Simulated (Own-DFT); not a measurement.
# How strain changes the stress of wurtzite GaN, 96 atoms (Ga48N48)

Calculated results; nothing here was measured. The program, named Own-DFT, is a retired in-house plane-wave density functional code that no person has reviewed. Each row is one single-point run on a periodic cell that was not relaxed, without spin or spin-orbit coupling.

Settings of every run: PBE; PseudoDojo norm-conserving scalar-relativistic files; cutoff 42 hartree; 3 x 4 x 3 k mesh centred on Gamma; Fermi-Dirac smearing of 0.1 eV.

Known limits: forces on such cells passed a denser k mesh, each cell not checked; stress not checked against mesh or cutoff.

Unstrained cell vectors in Å: (12.756, 0.000, 0.000); (-4.783, 8.285, 0.000); (0.000, 0.000, 10.370). The unstrained cell has measured lattice constants (interpolated for alloys), not those of this functional. That, the random moves and any unrelaxed bonds set the pressure at no strain. Each run strains this cell uniformly, with the atoms carried along. Every atom was also moved at random, by a Gaussian of width 0.05 Å on each axis. Strain is the symmetric tensor, in per cent. Stress is positive in tension, and the pressure is minus a third of its trace.

```
run  e_xx (%)  e_yy (%)  e_zz (%)  e_yz (%)  e_xz (%)  e_xy (%)  s_xx (GPa)  s_yy (GPa)  s_zz (GPa)  s_yz (GPa)  s_xz (GPa)  s_xy (GPa)  P (GPa)  E (meV/atom)
  1      1.16      0.18     -0.54      0.86     -0.17     -1.20       -4.30       -5.59       -9.26        1.53       -1.71       -4.87     6.38          17.5
  2     -1.94      1.01      1.13     -1.43     -0.05     -1.60      -14.34       -5.72       -2.51       -3.14       -0.13       -4.40     7.52          16.3
  3     -0.58      0.88      1.91     -0.32     -1.54     -1.64       -8.96       -3.00        0.36       -0.21       -2.91       -5.97     3.87          16.2
  4     -0.50     -1.93     -1.65      1.48     -1.83      1.18      -13.71      -17.27      -20.81        3.49       -4.94        5.47    17.26          61.3
  5     -0.91     -1.81     -0.41      0.84      1.65      0.97      -13.58      -18.14      -12.49        1.64        3.45        4.14    14.74          44.4
  6     -1.31      1.12      1.22     -0.97      0.28      0.29      -10.35       -3.37       -2.51       -1.86        0.77        0.08     5.41           0.0
  7     -0.48      1.69     -1.98      1.15      0.01      0.78       -9.46       -2.85      -16.67        2.21       -0.13        2.78     9.66          29.4
  8     -0.35     -0.31     -0.10      0.91     -0.87      1.40       -9.40       -9.43       -8.12        1.29       -1.42        3.96     8.98          12.4
  9     -1.14     -0.34     -0.29      0.53      0.24      0.72      -12.31       -9.15      -11.67        1.33       -0.05        3.81    11.04          12.5
 10      0.95      1.65     -0.88     -0.51      0.70      1.98       -2.81        0.45      -11.22       -0.61        1.69        4.74     4.52          13.4
 11     -1.34      1.75      1.55     -1.20      0.44      1.98      -11.61       -0.44       -1.57       -2.72        0.62        6.41     4.54          20.5
 12     -1.13     -0.84      0.95     -0.52      1.88      1.54      -11.93      -12.72       -4.93       -1.88        3.96        4.00     9.86          23.1
 13     -1.69     -1.01      1.50     -1.13     -0.22      1.80      -14.44      -12.73       -4.33       -2.76       -0.05        7.60    10.50          25.4
 14     -0.57     -1.11     -0.94      1.83      1.37     -0.57      -11.61      -12.49      -15.87        3.92        2.88       -1.74    13.32          37.1
 15     -0.29      1.42     -0.84     -1.65      0.99     -1.73       -7.58       -2.50      -10.97       -3.51        1.80       -4.95     7.01          12.8
 16      1.33     -0.04     -1.44      0.78     -1.03      1.01       -2.87       -7.40      -13.55        2.19       -2.74        2.75     7.94          15.3
 17      1.78     -1.85     -0.03     -1.10      1.57      0.62       -2.36      -15.32       -7.78       -3.02        3.21        2.60     8.48          24.2
 18     -1.20      1.89     -1.40      1.61     -0.69     -1.14           ?           ?           ?           ?           ?           ?        ?             ?
```

E is the free energy for each atom above the lowest run shown.

## Worked fit

Each stress component was fitted by least squares to a constant and the strains of the runs shown, as fractions, with shears doubled. Shear strains stay in the fit of a normal stress only where such slopes are resolved. The slopes, in GPa:

| stress | at no strain | per e_xx | per e_yy | per e_zz | scatter |
|---|---|---|---|---|---|
| s_xx | -7.9 | 397 ± 19 | 95 ± 13 | 56 ± 17 | 0.69 |
| s_yy | -7.8 | 96 ± 24 | 443 ± 17 | 50 ± 21 | 0.88 |
| s_zz | -8.3 | 117 ± 28 | 99 ± 21 | 502 ± 26 | 1.07 |

Each shear stress against twice its own strain: yz 106 ± 8, xz 110 ± 6, xy 158 ± 7 GPa. These are stiffnesses along x, y and z of the frame in which the cell vectors are given, which need not be the crystal's axes. The atoms are held to the strained lattice; where symmetry lets them move under strain, relaxing them would lower some slopes. The table should be nearly symmetric about its diagonal, and what it lacks of that shows the noise. A ninth of its sum, 206 ± 6 GPa, estimates the bulk modulus near the mean pressure of these runs, 8.9 GPa, so it lies above the value at zero pressure.

## Withheld run

Question: what normal stresses and pressure should run 18 give?

The fit gives s_xx = -11.6, s_yy = -1.3, s_zz = -14.9 and P = 9.3 GPa. The calculation gave -12.62, -2.80, -13.46 and P = 9.62 GPa.
